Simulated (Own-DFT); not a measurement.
# Computed records: In3GaP4 (zincblende random alloy, atoms displaced)

Computed with Own-DFT development build. A calculation, not a measurement: plane-wave PBE density functional theory by an unreviewed code, no spin, of a simulated periodic cell, stress positive in tension, free energy of the whole cell less one offset for each atom, forces on such cells passed a denser k mesh, this cell's mesh not checked; offsets are fitted by least squares, one for each functional and potential file, so energies compare only between cells with the same atoms and settings and are not formation energies; the far tail of each file's local potential was reset to the Coulomb form; each entry is a single point on an unrelaxed cell, so the pressure reflects the starting lattice, mostly measured values, from which strain is counted, and rises with the displacements; printed positions are rounded, which can move forces by about a meV/angstrom; the program is a retired in-house code; no spin-orbit coupling; before rounding, a Quantum ESPRESSO 7.3.1 run of the same cell and cutoff gave forces within 1 meV/angstrom rms on each cell, which checks the program and not the settings.

### In3GaP4 (zincblende random alloy, atoms displaced)

```
In3GaP4
1.0
     11.5283     0.0000     0.0000
      0.0000    11.5283     0.0000
      0.0000     0.0000    11.5283
In Ga In P In Ga In P In Ga In P In P In Ga In P In Ga In P In P In Ga In P
1 1 2 4 2 1 1 4 1 2 1 4 4 4 1 2 1 4 2 1 1 4 4 4 2 1 1 4
Direct
  0.00371 0.99959 0.99962
  0.00241 0.25044 0.24797
  0.25124 0.00373 0.24865
  0.25328 0.25401 0.00103
  0.12619 0.12574 0.12349
  0.13063 0.37268 0.37651
  0.37304 0.12768 0.37334
  0.36889 0.37249 0.12341
  0.99722 0.99721 0.50157
  0.00255 0.25193 0.74971
  0.24950 0.00657 0.74982
  0.25114 0.24583 0.49091
  0.12715 0.12774 0.62567
  0.13041 0.37462 0.87490
  0.37235 0.12315 0.86995
  0.37340 0.37012 0.62748
  0.99948 0.49830 0.99831
  0.00024 0.74948 0.24647
  0.24905 0.50098 0.24634
  0.24964 0.74603 0.99868
  0.12361 0.62898 0.12666
  0.12331 0.87385 0.37338
  0.36944 0.62427 0.37844
  0.37430 0.87517 0.12665
  0.00169 0.49788 0.49733
  0.99994 0.75244 0.74874
  0.24776 0.50369 0.74567
  0.24921 0.75017 0.49861
  0.12880 0.62301 0.62367
  0.12442 0.87866 0.87757
  0.37720 0.63147 0.87062
  0.37647 0.87396 0.62463
  0.49848 0.99959 0.99922
  0.50063 0.25161 0.25168
  0.75156 0.99935 0.25021
  0.75524 0.24752 0.00023
  0.62691 0.13109 0.12168
  0.62180 0.37797 0.37110
  0.87723 0.12515 0.37606
  0.87820 0.36838 0.12497
  0.50210 0.00073 0.50575
  0.49958 0.24674 0.74989
  0.74929 0.99880 0.74925
  0.75156 0.24954 0.50041
  0.62312 0.12469 0.62420
  0.62113 0.37259 0.87476
  0.87446 0.12978 0.87277
  0.87423 0.37122 0.62781
  0.50163 0.50002 0.99420
  0.50073 0.75338 0.25185
  0.75329 0.50270 0.25477
  0.75314 0.74362 0.00123
  0.62436 0.62876 0.12212
  0.62516 0.87574 0.38038
  0.87697 0.62399 0.37663
  0.87795 0.88108 0.12398
  0.50244 0.50222 0.49317
  0.50103 0.74844 0.75160
  0.74851 0.50015 0.75392
  0.75178 0.75231 0.49876
  0.62571 0.62354 0.62309
  0.62404 0.87185 0.87718
  0.87525 0.62565 0.87920
  0.87856 0.87447 0.62170
```

- functional: PBE
- potential files: PseudoDojo norm-conserving, scalar-relativistic, standard set
- wave cutoff: 42 hartree
- occupations: Fermi-Dirac
- smearing width: 0.1 eV
- k mesh: 3 x 3 x 3 centred on Gamma
- free energy of cell above offsets: -31.310 eV
- pressure: 4.05 GPa
- stress xx: -4.11 GPa
- stress yy: -4.04 GPa
- stress zz: -3.99 GPa
- stress yz: -0.26 GPa
- stress xz: 0.16 GPa
- stress xy: 0.22 GPa

Force:
```tsv
element	x (eV/Å)	y (eV/Å)	z (eV/Å)
In	-0.495	0.776	-0.127
Ga	0.158	-0.181	0.202
In	-0.304	-0.399	0.083
In	-0.504	-1.029	-0.553
P	-0.645	0.897	0.611
P	-0.749	0.521	-1.996
P	1.857	-0.182	-0.78
P	1.295	1.088	1.741
In	0.823	0.564	-0.283
In	0.164	-0.062	0.191
Ga	-0.086	-0.546	-0.209
In	0.066	0.4	1.355
P	0.421	-1.001	0.194
P	-0.391	0.396	-0.095
P	-0.519	-0.517	0.109
P	0.175	0.513	-0.755
In	0.363	-0.239	0.35
Ga	-0.128	0.329	0.328
Ga	-0.046	-0.051	0.278
In	0.133	0.607	0.111
P	-0.147	-0.608	1.005
P	-0.531	-0.414	-0.717
P	-0.078	-0.577	-1.542
P	-0.078	-0.07	-0.259
In	-0.013	-0.239	0.435
In	0.317	-0.338	0.191
In	0.781	-0.546	0.518
In	-0.18	0.436	0.197
P	-0.995	0.58	-0.203
P	1.078	0.103	-1.229
P	-0.574	-1.064	0.452
P	-0.979	0.688	0.82
In	0.06	0.185	0.105
Ga	-0.144	-0.029	-0.306
Ga	-0.117	0.261	0.057
In	-0.454	0.548	-0.279
P	-0.552	-0.726	1.729
P	-0.043	-1.27	-0.452
P	-0.074	0.082	-1.54
P	0.523	0.27	1.02
In	-0.615	0.069	-0.646
In	-0.074	0.158	-0.128
Ga	-0.002	0.01	0.107
In	-0.434	0.095	-0.299
P	1.301	-0.422	0.891
P	1.382	0.434	-0.564
P	-0.208	-1.561	-0.752
P	-0.569	1.417	0.38
In	-0.555	0.178	0.608
In	-0.207	-0.352	0.142
In	-0.207	-0.296	-1.014
In	-0.1	1.198	0.228
P	-0.154	-0.717	0.687
P	0.631	0.841	-1.198
P	0.833	1.085	-0.72
P	-0.508	-0.789	1.369
In	-0.693	-0.428	0.946
In	0.46	0.481	-0.717
Ga	-0.015	-0.117	-0.214
In	0.015	-0.388	0.254
P	0.803	-0.478	0.774
P	1.134	0.819	-0.652
P	-0.272	-0.895	-1.521
P	-1.335	0.5	1.28
```
